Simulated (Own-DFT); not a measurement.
Simulation results for Al3GaN4 (wurtzite random alloy, strained, atoms displaced)

A calculation, not a measurement: plane-wave PBE density functional theory by an unreviewed code, no spin, of a simulated periodic cell, stress positive in tension, free energy of the whole cell less one offset for each atom, forces on such cells passed a denser k mesh, this cell's mesh not checked; offsets are fitted by least squares, one for each functional and potential file, so energies compare only between cells with the same atoms and settings and are not formation energies; the far tail of each file's local potential was reset to the Coulomb form; each entry is a single point on an unrelaxed cell, so the pressure reflects the starting lattice, mostly measured values, from which strain is counted, and rises with the displacements; printed positions are rounded, which can move forces by about a meV/angstrom; the program is a retired in-house code; no spin-orbit coupling. Program: Own-DFT development build.

Settings shared by all entries: functional PBE; potential files PseudoDojo norm-conserving, scalar-relativistic, standard set; wave cutoff 42 hartree; occupations Fermi-Dirac; smearing width 0.1 eV; k mesh 4 x 4 x 3 centred on Gamma.

```json
{"entry": 1, "formula": "Al3GaN4", "kind": "wurtzite random alloy, strained, atoms displaced", "structure": {"cell_angstrom": [[9.1589, 0.0, 0.0], [-4.5795, 7.9318, 0.0], [0.0, 0.0, 10.0655]], "atoms_fractional": [["Ga", 0.10815, 0.22526, 0.00402], ["Al", 0.23623, 0.11464, 0.24729], ["N", 0.11751, 0.23121, 0.17909], ["N", 0.21488, 0.10926, 0.43293], ["Al", 0.10832, 0.22847, 0.50034], ["Ga", 0.22455, 0.11656, 0.74682], ["N", 0.10962, 0.21827, 0.6926], ["N", 0.22685, 0.11553, 0.93872], ["Ga", 0.1112, 0.57277, 0.99899], ["Al", 0.21857, 0.43814, 0.25314], ["N", 0.117, 0.5467, 0.19923], ["N", 0.22066, 0.44929, 0.44081], ["Al", 0.11283, 0.56173, 0.49847], ["Al", 0.22951, 0.44438, 0.74812], ["N", 0.10426, 0.55009, 0.68361], ["N", 0.21477, 0.45309, 0.9418], ["Ga", 0.11976, 0.89885, 0.99845], ["Al", 0.23516, 0.78078, 0.25042], ["N", 0.11278, 0.89224, 0.17808], ["N", 0.21884, 0.78238, 0.43083], ["Al", 0.11642, 0.89002, 0.50068], ["Al", 0.21999, 0.77595, 0.74941], ["N", 0.1063, 0.8859, 0.69843], ["N", 0.22051, 0.77876, 0.94415], ["Al", 0.44558, 0.21518, 0.00693], ["Ga", 0.55595, 0.11557, 0.24504], ["N", 0.45697, 0.2276, 0.1874], ["N", 0.54839, 0.1007, 0.43707], ["Al", 0.45005, 0.23197, 0.50332], ["Al", 0.54803, 0.11076, 0.74896], ["N", 0.43024, 0.21094, 0.68538], ["N", 0.53717, 0.09176, 0.93682], ["Ga", 0.44401, 0.55803, 0.00635], ["Ga", 0.56288, 0.44707, 0.25018], ["N", 0.44131, 0.55914, 0.18805], ["N", 0.54938, 0.44555, 0.44684], ["Al", 0.4458, 0.55173, 0.49683], ["Al", 0.55621, 0.43699, 0.74885], ["N", 0.43828, 0.55841, 0.68216], ["N", 0.55619, 0.43718, 0.93937], ["Ga", 0.4467, 0.88692, 0.99819], ["Al", 0.54711, 0.76473, 0.24776], ["N", 0.44374, 0.88972, 0.18595], ["N", 0.5565, 0.78417, 0.44285], ["Al", 0.4417, 0.89074, 0.50537], ["Ga", 0.55193, 0.77721, 0.76041], ["N", 0.45595, 0.90039, 0.68331], ["N", 0.55443, 0.77702, 0.94834], ["Al", 0.76422, 0.21974, 0.99717], ["Al", 0.88497, 0.10803, 0.24445], ["N", 0.78137, 0.22134, 0.19813], ["N", 0.88978, 0.10655, 0.44081], ["Al", 0.77552, 0.22519, 0.49206], ["Al", 0.8854, 0.10605, 0.75211], ["N", 0.76995, 0.21489, 0.68784], ["N", 0.87614, 0.11468, 0.94624], ["Al", 0.77526, 0.55237, 0.00375], ["Al", 0.89144, 0.44933, 0.24476], ["N", 0.78697, 0.55121, 0.19287], ["N", 0.88853, 0.43734, 0.44886], ["Al", 0.77039, 0.55254, 0.49656], ["Al", 0.88441, 0.43902, 0.74608], ["N", 0.7855, 0.56677, 0.68541], ["N", 0.88578, 0.44753, 0.94071], ["Al", 0.77584, 0.87684, 0.99805], ["Al", 0.89158, 0.77996, 0.24866], ["N", 0.78572, 0.88801, 0.19087], ["N", 0.88334, 0.77251, 0.43131], ["Al", 0.7789, 0.88438, 0.5025], ["Al", 0.88282, 0.77689, 0.75354], ["N", 0.77241, 0.87766, 0.68338], ["N", 0.88366, 0.76996, 0.94233]]}, "results": {"free_energy_of_cell_above_offsets [eV]": "-13.378", "pressure [GPa]": 18.55, "stress_xx [GPa]": -20.87, "stress_yy [GPa]": -23.06, "stress_zz [GPa]": -11.72, "stress_yz [GPa]": 1.11, "stress_xz [GPa]": 0.59, "stress_xy [GPa]": 1.88, "force_element": ["Ga", "Al", "N", "N", "Al", "Ga", "N", "N", "Ga", "Al", "N", "N", "Al", "Al", "N", "N", "Ga", "Al", "N", "N", "Al", "Al", "N", "N", "Al", "Ga", "N", "N", "Al", "Al", "N", "N", "Ga", "Ga", "N", "N", "Al", "Al", "N", "N", "Ga", "Al", "N", "N", "Al", "Ga", "N", "N", "Al", "Al", "N", "N", "Al", "Al", "N", "N", "Al", "Al", "N", "N", "Al", "Al", "N", "N", "Al", "Al", "N", "N", "Al", "Al", "N", "N"], "force_x [eV/angstrom]": [-0.263, -2.3, 0.646, 1.063, 0.416, -1.472, -2.028, 0.115, 0.292, 0.849, -2.269, 0.943, -0.323, -2.357, 1.054, 1.703, -1.357, -2.356, 1.015, 1.119, -1.95, 0.409, 0.341, 0.698, -1.026, 2.01, -2.621, -0.735, -0.437, 0.89, 3.534, 0.446, -0.32, -0.947, 0.687, 1.735, -2.66, -0.632, 2.106, -0.134, -1.112, 0.611, 1.461, 0.046, 0.555, 0.304, -2.077, 1.805, 0.527, 1.811, -0.489, -0.743, 0.716, -0.512, -0.054, 1.188, 0.053, 2.904, -2.036, -1.316, 1.833, -0.012, -0.798, -0.723, -0.454, 1.178, -1.98, 0.959, -0.576, 0.889, 0.188, -0.029], "force_y [eV/angstrom]": [0.199, -0.561, -1.841, 1.112, -0.95, -2.211, 1.308, 1.495, -3.995, 0.043, 2.354, -0.412, -0.295, -0.243, 0.876, -0.346, -0.889, -0.987, -0.214, -0.341, -0.004, -0.22, -0.515, 2.265, 0.636, -1.872, 0.236, 2.47, -3.062, 0.188, 3.044, 4.895, -2.138, 0.706, -2.144, -0.586, 2.453, 1.325, -1.148, -0.144, -1.765, 3.979, -0.658, -1.535, -0.862, -0.069, -1.821, 0.017, 0.617, 0.004, 1.28, 0.544, -2.855, 0.028, 0.524, -2.133, 0.087, -1.733, 2.016, 2.361, 0.874, 0.477, -2.605, -1.392, 2.366, 0.075, -0.85, 0.147, 0.441, 0.065, 1.686, 0.203], "force_z [eV/angstrom]": [-2.661, 0.002, 4.281, 0.812, 0.063, 1.957, -1.111, -0.035, 2.128, 0.516, -0.896, -0.41, -0.043, 0.859, 0.934, -1.949, -0.756, -0.676, 3.495, 1.548, 0.212, 0.099, -1.777, -3.377, -1.737, 2.126, -0.741, 0.665, -1.101, 0.08, -0.744, -1.103, -1.524, 0.627, 1.589, -1.447, 0.807, -0.093, 0.788, -0.242, 1.768, 1.747, 0.52, -1.167, -1.559, -1.563, 1.657, -1.202, 0.859, 1.304, -2.271, -0.632, 1.148, -0.073, 0.118, -1.554, -0.244, 2.253, -1.382, -2.11, 0.706, 0.167, 0.083, -0.849, 1.442, 0.0, -1.155, 1.124, -1.245, 0.231, 1.673, -0.957]}}
{"entry": 2, "formula": "Al3GaN4", "kind": "wurtzite random alloy, strained, atoms displaced", "structure": {"cell_angstrom": [[9.1589, 0.0, 0.0], [-4.5795, 7.9318, 0.0], [0.0, 0.0, 10.0655]], "atoms_fractional": [["Al", 0.11885, 0.22516, 0.99605], ["Al", 0.2188, 0.10695, 0.24732], ["N", 0.10511, 0.2229, 0.18723], ["N", 0.22315, 0.11347, 0.43471], ["Al", 0.11112, 0.21909, 0.49934], ["Al", 0.22058, 0.10822, 0.76237], ["N", 0.11803, 0.23787, 0.69312], ["N", 0.22437, 0.11164, 0.94124], ["Ga", 0.11442, 0.55501, 0.99946], ["Al", 0.22908, 0.4501, 0.2535], ["N", 0.11268, 0.55687, 0.19562], ["N", 0.21836, 0.43962, 0.448], ["Al", 0.10643, 0.55172, 0.50525], ["Al", 0.22327, 0.45147, 0.75259], ["N", 0.10712, 0.55054, 0.68774], ["N", 0.22095, 0.44433, 0.9468], ["Al", 0.11032, 0.88769, 0.00246], ["Al", 0.22039, 0.77506, 0.24406], ["N", 0.11074, 0.88416, 0.19171], ["N", 0.22258, 0.78531, 0.43404], ["Ga", 0.11217, 0.88733, 0.50351], ["Al", 0.21081, 0.77344, 0.7505], ["N", 0.10322, 0.88916, 0.68094], ["N", 0.22011, 0.77309, 0.93666], ["Al", 0.44125, 0.2258, 0.99024], ["Al", 0.55789, 0.109, 0.23972], ["N", 0.44459, 0.22448, 0.20043], ["N", 0.54914, 0.10406, 0.43865], ["Ga", 0.44122, 0.21992, 0.49844], ["Al", 0.55522, 0.1139, 0.74799], ["N", 0.4491, 0.23034, 0.69312], ["N", 0.56347, 0.11209, 0.94088], ["Ga", 0.44492, 0.55941, 0.99518], ["Al", 0.54347, 0.43771, 0.24712], ["N", 0.43649, 0.54544, 0.1989], ["N", 0.55589, 0.45118, 0.44287], ["Al", 0.45113, 0.55245, 0.50305], ["Al", 0.56182, 0.44072, 0.75758], ["N", 0.4483, 0.5628, 0.68707], ["N", 0.56454, 0.44762, 0.93131], ["Al", 0.44443, 0.88811, 0.99827], ["Al", 0.55645, 0.76885, 0.26256], ["N", 0.44077, 0.88836, 0.18485], ["N", 0.55485, 0.76803, 0.44212], ["Al", 0.43851, 0.89586, 0.50616], ["Al", 0.56102, 0.77668, 0.74714], ["N", 0.45382, 0.89434, 0.69512], ["N", 0.55046, 0.78313, 0.93509], ["Ga", 0.78402, 0.22306, 0.00259], ["Al", 0.87763, 0.11083, 0.25545], ["N", 0.77325, 0.2201, 0.19789], ["N", 0.88817, 0.09966, 0.44703], ["Ga", 0.78099, 0.22285, 0.50722], ["Al", 0.89953, 0.12528, 0.75585], ["N", 0.77665, 0.22172, 0.69695], ["N", 0.89042, 0.10507, 0.93221], ["Al", 0.78143, 0.55477, 0.98992], ["Al", 0.88965, 0.44752, 0.24983], ["N", 0.78091, 0.5508, 0.18786], ["N", 0.88539, 0.4387, 0.44077], ["Al", 0.78446, 0.55517, 0.50356], ["Ga", 0.89989, 0.45305, 0.75057], ["N", 0.78129, 0.56311, 0.68818], ["N", 0.88566, 0.43895, 0.94001], ["Al", 0.7676, 0.88334, 0.00266], ["Al", 0.8912, 0.78282, 0.25387], ["N", 0.78637, 0.90655, 0.19183], ["N", 0.89821, 0.78268, 0.43979], ["Ga", 0.76757, 0.87555, 0.49677], ["Ga", 0.89522, 0.77298, 0.75013], ["N", 0.78194, 0.88634, 0.69391], ["N", 0.88071, 0.77691, 0.94877]]}, "results": {"free_energy_of_cell_above_offsets [eV]": "-14.094", "pressure [GPa]": 18.52, "stress_xx [GPa]": -21.57, "stress_yy [GPa]": -23.01, "stress_zz [GPa]": -10.99, "stress_yz [GPa]": -0.52, "stress_xz [GPa]": 0.72, "stress_xy [GPa]": -0.54, "force_element": ["Al", "Al", "N", "N", "Al", "Al", "N", "N", "Ga", "Al", "N", "N", "Al", "Al", "N", "N", "Al", "Al", "N", "N", "Ga", "Al", "N", "N", "Al", "Al", "N", "N", "Ga", "Al", "N", "N", "Ga", "Al", "N", "N", "Al", "Al", "N", "N", "Al", "Al", "N", "N", "Al", "Al", "N", "N", "Ga", "Al", "N", "N", "Ga", "Al", "N", "N", "Al", "Al", "N", "N", "Al", "Ga", "N", "N", "Al", "Al", "N", "N", "Ga", "Ga", "N", "N"], "force_x [eV/angstrom]": [-2.051, -0.57, 0.558, -1.105, -0.04, -0.458, 1.019, -0.121, -1.542, -2.416, 0.15, 0.284, 0.76, 1.593, 1.909, 0.918, -0.473, 0.409, -0.491, 1.851, -0.105, 1.763, 3.182, -0.824, 2.577, -1.832, -0.162, 1.103, 0.355, 0.562, -0.635, -2.641, 0.937, 2.796, 1.108, 2.374, -2.522, -1.293, 0.312, -0.901, -0.71, -0.811, 1.222, -3.374, 1.36, -0.128, -1.985, 1.25, 0.43, 2.145, 0.746, -0.295, -0.348, -0.224, 0.119, 0.839, -0.024, 0.303, -2.123, 0.356, -1.357, -2.577, -0.046, 0.275, 0.313, -0.091, -0.517, -1.054, 1.77, -2.779, -0.685, 1.665], "force_y [eV/angstrom]": [-1.106, 0.62, 0.061, -0.253, -0.086, 0.985, -2.013, -0.883, -0.147, -2.29, -0.744, 1.082, 0.708, 0.366, 2.587, -0.948, -0.628, 0.764, 0.704, -2.33, 1.565, 1.097, 1.613, 1.912, -0.101, -0.44, -1.51, 0.64, 0.918, -0.041, -1.852, -0.33, 0.178, 1.252, 2.569, -0.502, -0.15, 1.807, -1.553, -0.623, 0.741, 1.259, -0.935, 0.122, -1.702, 1.019, -1.096, -0.431, -1.122, 1.696, 1.472, 1.717, -1.673, -2.24, 0.208, 0.284, 0.12, -0.726, 1.073, 1.762, 0.269, -2.224, -2.879, 1.739, 1.381, -0.897, -4.06, -2.525, 1.282, 1.675, 1.493, 0.303], "force_z [eV/angstrom]": [1.711, 0.429, 0.083, -0.131, 0.777, -3.139, -0.035, 0.25, 1.959, 1.191, -0.445, -1.085, -1.827, -0.162, -0.234, -2.562, 0.741, 1.373, -1.22, 0.369, -1.982, -0.549, 3.572, -0.554, 2.126, 1.944, -2.85, -0.981, 0.221, 1.081, 0.643, -0.558, 1.341, 1.652, -1.861, -1.274, 0.788, -3.144, 1.301, 2.081, 0.284, -2.042, 0.185, -0.389, -0.231, 0.28, -0.83, 0.036, 0.771, 1.026, -0.877, -1.42, -0.266, -1.817, -0.141, 1.989, 2.714, 0.763, -0.544, -0.517, -1.085, 0.716, -0.505, -0.307, 0.068, -0.741, -0.515, -1.135, 2.449, 1.808, -0.087, -0.678]}}
{"entry": 3, "formula": "Al3GaN4", "kind": "wurtzite random alloy, strained, atoms displaced", "structure": {"cell_angstrom": [[9.1589, 0.0, 0.0], [-4.5795, 7.9318, 0.0], [0.0, 0.0, 10.0655]], "atoms_fractional": [["Al", 0.11278, 0.21721, 0.00266], ["Ga", 0.21507, 0.11337, 0.24861], ["N", 0.10423, 0.21882, 0.18619], ["N", 0.22775, 0.11746, 0.43549], ["Ga", 0.10269, 0.22164, 0.49638], ["Al", 0.21854, 0.10057, 0.74155], ["N", 0.10842, 0.21808, 0.69556], ["N", 0.22091, 0.11398, 0.94346], ["Al", 0.1162, 0.56097, 0.00432], ["Al", 0.20871, 0.43399, 0.25205], ["N", 0.11122, 0.56483, 0.19002], ["N", 0.2274, 0.4443, 0.43258], ["Ga", 0.10241, 0.54619, 0.49942], ["Al", 0.22267, 0.44821, 0.74902], ["N", 0.12095, 0.55806, 0.68993], ["N", 0.2132, 0.43826, 0.93922], ["Al", 0.12061, 0.89218, 0.00096], ["Al", 0.22965, 0.78865, 0.24456], ["N", 0.10826, 0.89369, 0.18847], ["N", 0.21898, 0.77054, 0.4387], ["Al", 0.10211, 0.89163, 0.49379], ["Al", 0.21239, 0.76614, 0.75529], ["N", 0.09456, 0.88441, 0.69211], ["N", 0.22459, 0.77763, 0.94391], ["Ga", 0.43389, 0.20891, 0.00652], ["Ga", 0.54809, 0.1069, 0.24445], ["N", 0.44118, 0.2292, 0.18763], ["N", 0.5591, 0.11274, 0.44044], ["Al", 0.43748, 0.22893, 0.50148], ["Al", 0.56766, 0.11047, 0.75075], ["N", 0.44188, 0.20916, 0.68817], ["N", 0.5476, 0.10542, 0.93366], ["Al", 0.44245, 0.56224, 0.00064], ["Al", 0.55566, 0.43747, 0.24975], ["N", 0.44147, 0.55707, 0.18559], ["N", 0.55743, 0.44069, 0.4481], ["Al", 0.44719, 0.55267, 0.49631], ["Al", 0.54633, 0.43168, 0.74676], ["N", 0.44263, 0.55812, 0.69131], ["N", 0.54945, 0.43921, 0.94661], ["Al", 0.44796, 0.88256, 0.00105], ["Al", 0.55858, 0.78956, 0.24785], ["N", 0.4411, 0.88657, 0.18801], ["N", 0.55778, 0.78054, 0.43546], ["Al", 0.45109, 0.88515, 0.50016], ["Al", 0.56051, 0.7835, 0.74478], ["N", 0.44975, 0.89562, 0.69534], ["N", 0.56049, 0.77493, 0.93895], ["Al", 0.78471, 0.22977, 0.0002], ["Al", 0.88529, 0.10971, 0.24588], ["N", 0.77718, 0.22034, 0.18772], ["N", 0.89581, 0.11504, 0.44684], ["Ga", 0.78712, 0.23012, 0.50467], ["Al", 0.89059, 0.11572, 0.75665], ["N", 0.77395, 0.22288, 0.69217], ["N", 0.88752, 0.11211, 0.93535], ["Ga", 0.77104, 0.55509, 0.00268], ["Ga", 0.87888, 0.44566, 0.23849], ["N", 0.77813, 0.557, 0.19376], ["N", 0.8879, 0.44156, 0.44102], ["Al", 0.77763, 0.55114, 0.4955], ["Al", 0.88747, 0.44683, 0.75044], ["N", 0.7623, 0.54105, 0.68796], ["N", 0.88183, 0.4488, 0.94332], ["Al", 0.78433, 0.8949, 0.99505], ["Al", 0.89387, 0.77678, 0.25057], ["N", 0.77146, 0.88619, 0.18483], ["N", 0.89879, 0.78935, 0.44369], ["Al", 0.78196, 0.89653, 0.50178], ["Ga", 0.88929, 0.78908, 0.74923], ["N", 0.77386, 0.87923, 0.69757], ["N", 0.87598, 0.77709, 0.93771]]}, "results": {"free_energy_of_cell_above_offsets [eV]": "-13.382", "pressure [GPa]": 18.96, "stress_xx [GPa]": -24.55, "stress_yy [GPa]": -22.48, "stress_zz [GPa]": -9.86, "stress_yz [GPa]": -0.06, "stress_xz [GPa]": 0.08, "stress_xy [GPa]": -0.97, "force_element": ["Al", "Ga", "N", "N", "Ga", "Al", "N", "N", "Al", "Al", "N", "N", "Ga", "Al", "N", "N", "Al", "Al", "N", "N", "Al", "Al", "N", "N", "Ga", "Ga", "N", "N", "Al", "Al", "N", "N", "Al", "Al", "N", "N", "Al", "Al", "N", "N", "Al", "Al", "N", "N", "Al", "Al", "N", "N", "Al", "Al", "N", "N", "Ga", "Al", "N", "N", "Ga", "Ga", "N", "N", "Al", "Al", "N", "N", "Al", "Al", "N", "N", "Al", "Ga", "N", "N"], "force_x [eV/angstrom]": [-1.435, 1.048, -1.437, -0.655, 3.771, 0.035, 0.188, -0.742, -0.723, 0.847, 0.883, -0.016, 1.711, 1.197, -2.361, 0.294, -2.245, -1.364, 1.139, -0.223, 4.554, 0.521, 4.937, -0.094, 1.157, 0.249, 0.616, -1.12, 2.634, -3.062, -0.76, 2.223, 0.728, -1.772, -0.015, -0.412, -0.646, -0.565, 0.54, -1.418, 0.088, 0.429, 0.347, 1.313, -2.382, -1.208, -0.612, -0.857, -1.146, -0.048, 0.237, -2.905, -1.685, -0.11, 2.66, 0.24, -0.955, 3.313, -2.836, -1.445, -0.057, -0.163, 1.438, 2.849, -1.5, -1.785, 1.492, -3.137, -0.284, 0.282, -2.986, 3.205], "force_y [eV/angstrom]": [1.055, 0.242, 0.648, -1.272, 1.656, 1.544, 0.667, -2.243, -1.423, 2.418, -0.652, 0.164, 1.704, -1.401, -1.079, 0.868, -0.508, -1.651, -1.321, 2.303, 0.942, 2.849, 0.557, 0.052, 1.97, 1.219, -1.144, -0.449, -2.156, -0.315, 0.452, -0.17, -1.927, 2.328, -0.225, 1.152, 0.956, 0.567, -0.52, -0.027, 0.917, -2.638, -0.075, -0.454, 0.96, -1.589, -1.886, 1.027, -1.221, -0.648, -0.433, -2.414, -1.928, -0.704, 0.942, 0.668, 0.722, -0.875, 1.418, 1.096, 1.15, 0.204, 1.245, -0.334, -0.504, 0.599, 0.832, -2.762, -1.29, -4.915, 4.204, 0.858], "force_z [eV/angstrom]": [-0.935, 0.666, -0.14, 0.851, 2.331, 1.688, -0.569, -1.923, -0.205, -1.323, -0.297, 0.494, 0.084, 1.037, 0.303, 0.077, -0.419, 1.922, -0.742, -0.461, 1.74, -0.586, -2.103, -0.681, -1.645, 1.843, 1.327, -0.048, 0.748, 0.484, -0.2, 1.314, -0.13, 0.57, 1.479, -2.433, 0.771, 1.493, -1.079, -1.764, -0.998, 0.317, -1.353, 0.24, 0.734, 1.603, -1.251, -0.583, -0.541, 0.875, -0.94, -3.172, 0.002, -1.301, 0.612, 1.411, -0.352, 2.206, 0.123, -1.743, 1.691, 0.497, -0.767, -1.059, 0.972, 0.326, 0.427, -1.895, 0.644, 2.014, -3.214, 0.935]}}
```
